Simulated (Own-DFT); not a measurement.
## Calculated data, SiGe (layered order of Si and Ge on the diamond lattice, atoms displaced)

All values are calculated (Own-DFT development build). A calculation, not a measurement: plane-wave PBE density functional theory by an unreviewed code, no spin, of a simulated periodic cell, stress positive in tension, free energy of the whole cell less one offset for each atom, forces on such cells passed a denser k mesh, this cell's mesh not checked; offsets are fitted by least squares, one for each functional and potential file, so energies compare only between cells with the same atoms and settings and are not formation energies; the far tail of each file's local potential was reset to the Coulomb form; each entry is a single point on an unrelaxed cell, so the pressure reflects the starting lattice, mostly measured values, from which strain is counted, and rises with the displacements; printed positions are rounded, which can move forces by about a meV/angstrom; the program is a retired in-house code; no spin-orbit coupling.

```xyz
64
Lattice="11.0890 0.0000 0.0000 0.0000 11.0890 0.0000 0.0000 0.0000 11.0890" Properties=species:S:1:pos:R:3:force_x:R:1:force_y:R:1:force_z:R:1 formula=SiGe functional=PBE potential_files=PseudoDojo_norm-conserving,scalar-relativistic,standard_set wave_cutoff=42 occupations=Fermi-Dirac smearing_width=0.1 k_mesh=3_x_3_x_3_centred_on_Gamma free_energy_of_cell_above_offsets=-3.211 pressure=3.49 stress_xx=-3.55 stress_yy=-3.36 stress_zz=-3.56 stress_yz=-0.56 stress_xz=-0.5 stress_xy=-0.25
Ge     0.0117    11.0111    11.0315     -0.241     -0.022     -0.232
Ge    11.0002     2.8006     2.8142       1.07     -0.696     -0.853
Ge     2.7571     0.0999     2.8064      -0.03     -2.663      -0.99
Ge     2.7894     2.7017    11.0855     -0.776      0.642      0.205
Ge     1.3198     1.2650     1.4056     -0.193      1.393     -0.217
Ge     1.3271     4.0890     4.1883       0.14      1.227     -0.721
Ge     4.0855     1.3867     4.0978      2.254      0.573      0.929
Ge     4.1818     4.1762     1.3565     -1.025      0.833     -0.318
Si    11.0743     0.0606     5.5407      0.064     -1.036      0.698
Si     0.0269     2.6825     8.4058     -0.215      1.003     -0.667
Si     2.7298     0.0559     8.3130      -0.09     -0.361      -0.02
Si     2.7093     2.7485     5.3339      0.564     -0.209      2.875
Si     1.3490     1.4237     6.8632      0.416      0.115      0.421
Si     1.3616     4.1864     9.7576       1.34     -1.048     -1.606
Si     4.1372     1.3864     9.7171      0.478     -0.714     -0.607
Si     4.1264     4.1148     6.8521     -0.047     -0.196      0.333
Ge    11.0751     5.4335    11.0380      0.407      2.551     -0.233
Ge    10.9859     8.3822     2.8107      1.594     -0.433     -0.685
Ge     2.7906     5.5857     2.8742      -0.33     -0.362     -0.883
Ge     2.8618     8.2865    11.0703     -0.158      0.156     -0.746
Ge     1.4534     6.9977     1.3412     -1.275     -0.869      0.874
Ge     1.3988     9.6803     4.1798     -0.463      0.896      0.083
Ge     4.2248     7.0187     4.1423     -0.833     -1.064      1.937
Ge     4.2551     9.5778     1.3919     -0.696      1.879       0.24
Si     0.0557     5.4918     5.5362     -0.502       0.61      0.953
Si     0.0029     8.3461     8.2345      0.585     -0.587      1.337
Si     2.8402     5.6155     8.3413     -1.547     -1.856     -1.122
Si     2.7472     8.3681     5.5540      0.034     -0.976      0.506
Si     1.3574     6.9119     6.9683      0.638     -0.018     -0.514
Si     1.4318     9.6299     9.7371     -0.065      0.454     -1.348
Si     4.0873     6.9351     9.5858       1.65      0.794      0.697
Si     4.0547     9.7549     6.8752      1.066      0.223      0.589
Ge     5.6181     0.0292     0.0470     -2.069     -1.149     -1.544
Ge     5.5093     2.9088     2.7441      0.676     -2.093     -0.022
Ge     8.3647    11.0721     2.7581       0.23      0.418      0.298
Ge     8.2835     2.7807     0.0715      0.152      0.088     -0.792
Ge     6.9499     1.2531     1.3417       0.43      2.323      1.915
Ge     6.8716     4.1062     4.2432        1.3      0.329     -0.407
Ge     9.7046     1.4603     4.2212     -0.447     -1.032     -0.133
Ge     9.7982     4.1684     1.3567     -1.292      -0.56      0.375
Si     5.6040     0.0258     5.5576     -1.066     -0.241     -0.242
Si     5.5411     2.6549     8.3138       0.17      1.236     -0.169
Si     8.3737    11.0136     8.3275     -0.846      0.267      0.205
Si     8.3033     2.7369     5.5405      0.047      1.005      1.067
Si     6.9592     1.3846     6.8510      0.313     -0.504      1.363
Si     6.9044     4.2148     9.7710      0.207     -0.604     -1.266
Si     9.6888     1.3728     9.7719     -0.207     -0.122     -0.843
Si     9.7159     4.2026     6.9477      0.073     -0.887      0.185
Ge     5.5284     5.6502    11.0738     -0.664     -0.469     -0.911
Ge     5.5724     8.3040     2.8389       1.35      0.206     -0.786
Ge     8.4570     5.4787     2.8300     -1.695     -0.094     -0.295
Ge     8.4247     8.1861     0.0469     -1.738      1.166     -0.554
Ge     6.9352     6.8920     1.3845      0.739     -0.113       1.16
Ge     6.9882     9.7245     4.1456     -0.099     -0.052      0.937
Ge     9.7558     6.9189     4.1537     -0.057      -0.03      1.332
Ge     9.6835     9.6774     1.3520      0.176      0.437      0.013
Si     5.5704     5.5042     5.5363     -0.598      0.878      1.003
Si     5.5043     8.3227     8.2677     -0.172      0.337      0.043
Si     8.3466     5.5758     8.3220      -0.21     -0.297      0.565
Si     8.4099     8.3708     5.5528     -1.071     -1.239      0.429
Si     6.9167     6.8664     7.0032      0.239      0.761     -0.932
Si     6.8483     9.6729     9.7799      1.308     -0.581      -1.17
Si     9.7035     6.9996     9.6916      0.983      -1.25     -1.201
Si     9.7277     9.6239     6.9554      0.028      1.624     -0.539
```

Units: wave_cutoff in hartree; smearing_width, free_energy_of_cell_above_offsets in eV; pressure, stress_xx, stress_yy, stress_zz, stress_yz, stress_xz, stress_xy in GPa; force_x, force_y, force_z in eV/Å.
